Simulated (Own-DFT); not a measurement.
# Strain and stress in C40 NbSi2, 36 atoms (Nb12Si24)

Calculated results; nothing here was measured. They come from Own-DFT, an in-house plane-wave density functional program, since retired, whose code no person has reviewed. Each row is one single-point run on a periodic cell that was not relaxed, without spin or spin-orbit coupling.

Settings of every run: PBE; PseudoDojo norm-conserving scalar-relativistic files; cutoff 42 hartree; 4 x 4 x 5 k mesh centred on Gamma; cold (Marzari-Vanderbilt) smearing of 0.2 eV.

Known limits: forces on such cells failed a check on a denser k mesh; stress not checked against mesh or cutoff.

Unstrained cell vectors in Å: (0.000, 8.324, 0.000); (-9.613, 0.000, 0.000); (0.000, 0.000, 6.586). The unstrained cell was taken from the Materials Project. The random moves and any unrelaxed bonds add to the pressure at no strain. Each run strains this cell uniformly, with the atoms carried along. Every atom was also moved at random, by a Gaussian of width 0.05 Å on each axis. Strain is the symmetric tensor, in per cent. Stress is positive in tension, and the pressure is minus a third of its trace.

```
run,e_xx (%),e_yy (%),e_zz (%),e_yz (%),e_xz (%),e_xy (%),s_xx (GPa),s_yy (GPa),s_zz (GPa),s_yz (GPa),s_xz (GPa),s_xy (GPa),P (GPa),E (meV/atom)
1,0.14,-0.18,1.58,-1.10,0.49,1.98,-1.84,-1.06,2.27,-2.66,1.06,5.51,0.21,28.6
2,1.47,-1.88,-0.21,-0.07,1.94,1.82,1.19,-8.87,-5.77,-0.15,5.78,5.35,4.48,34.5
3,0.38,-1.64,0.43,-0.03,-0.86,0.36,-1.77,-7.42,-2.40,0.30,-2.85,1.10,3.86,5.9
4,1.98,0.12,-0.77,-1.14,-1.85,1.83,3.48,-1.73,-5.86,-3.12,-5.04,5.04,1.37,34.3
5,0.91,-0.60,0.29,-0.33,-1.71,-1.12,-0.20,-3.51,-2.06,-1.37,-5.40,-3.40,1.92,24.0
6,1.24,0.35,-1.48,-0.64,0.34,1.69,0.38,-1.18,-9.57,-1.74,1.37,4.24,3.46,22.3
7,-0.97,1.07,1.16,-0.43,-1.77,1.34,-4.81,1.46,1.16,-1.06,-5.53,3.27,0.73,26.4
8,-0.05,0.15,-0.77,-0.87,1.43,-1.98,-3.27,-2.42,-8.03,-2.29,3.50,-5.96,4.57,29.7
9,1.04,-1.78,-0.32,-1.35,1.57,-0.99,-0.36,-9.52,-7.08,-4.16,5.14,-2.47,5.65,47.3
10,-1.71,-0.16,0.98,-1.70,-1.29,0.44,-8.71,-3.91,-1.27,-5.04,-3.48,1.56,4.63,34.2
11,-0.96,-0.88,1.40,-1.62,-1.86,-0.93,-5.96,-4.84,0.28,-5.16,-5.34,-3.24,3.51,29.8
12,-1.76,-1.93,0.30,1.89,1.92,-0.05,-10.96,-10.98,-6.94,6.26,6.73,-0.12,9.63,54.0
13,-0.90,-0.35,1.31,-0.34,0.19,0.47,-4.14,-2.94,1.47,-0.88,0.65,1.52,1.87,0.0
14,-0.20,0.23,-1.94,0.65,-0.65,1.12,-4.71,-2.73,-13.07,2.62,-3.04,3.49,6.84,20.9
15,0.98,0.15,0.57,-1.91,1.62,0.70,0.97,-0.40,-1.11,-5.64,4.65,2.43,0.18,27.1
16,-0.49,0.40,0.34,0.94,-1.92,-0.86,?,?,?,?,?,?,?,?
```

E is the free energy for each atom above the lowest run shown.

## Worked fit

Each stress component was fitted by least squares to a constant and the strains of the runs shown, as fractions, with shears doubled. Shear strains stay in the fit of a normal stress only where such slopes are resolved. The slopes, in GPa:

```
stress  at no strain  per e_xx  per e_yy  per e_zz  scatter
  s_xx          -2.9  359 ± 14   63 ± 15   75 ± 15     0.54
  s_yy          -2.3   71 ± 14  385 ± 15   87 ± 15     0.53
  s_zz          -4.3   91 ± 16   95 ± 17  462 ± 17     0.60
```

Each shear stress against twice its own strain: yz 155 ± 5, xz 149 ± 6, xy 146 ± 5 GPa. These are stiffnesses along x, y and z of the frame in which the cell vectors are given, which need not be the crystal's axes. The atoms are held to the strained lattice; where symmetry lets them move under strain, relaxing them would lower some slopes. The table should be nearly symmetric about its diagonal, and what it lacks of that shows the noise. A ninth of its sum, 188 ± 10 GPa, estimates the bulk modulus near the mean pressure of these runs, 3.5 GPa, so it lies above the value at zero pressure.

## Withheld run

Question: what normal stresses and pressure should run 16 give?

The fit gives s_xx = -4.2, s_yy = -0.8, s_zz = -2.8 and P = 2.6 GPa. The calculation gave -3.56, -1.18, -2.71 and P = 2.48 GPa.
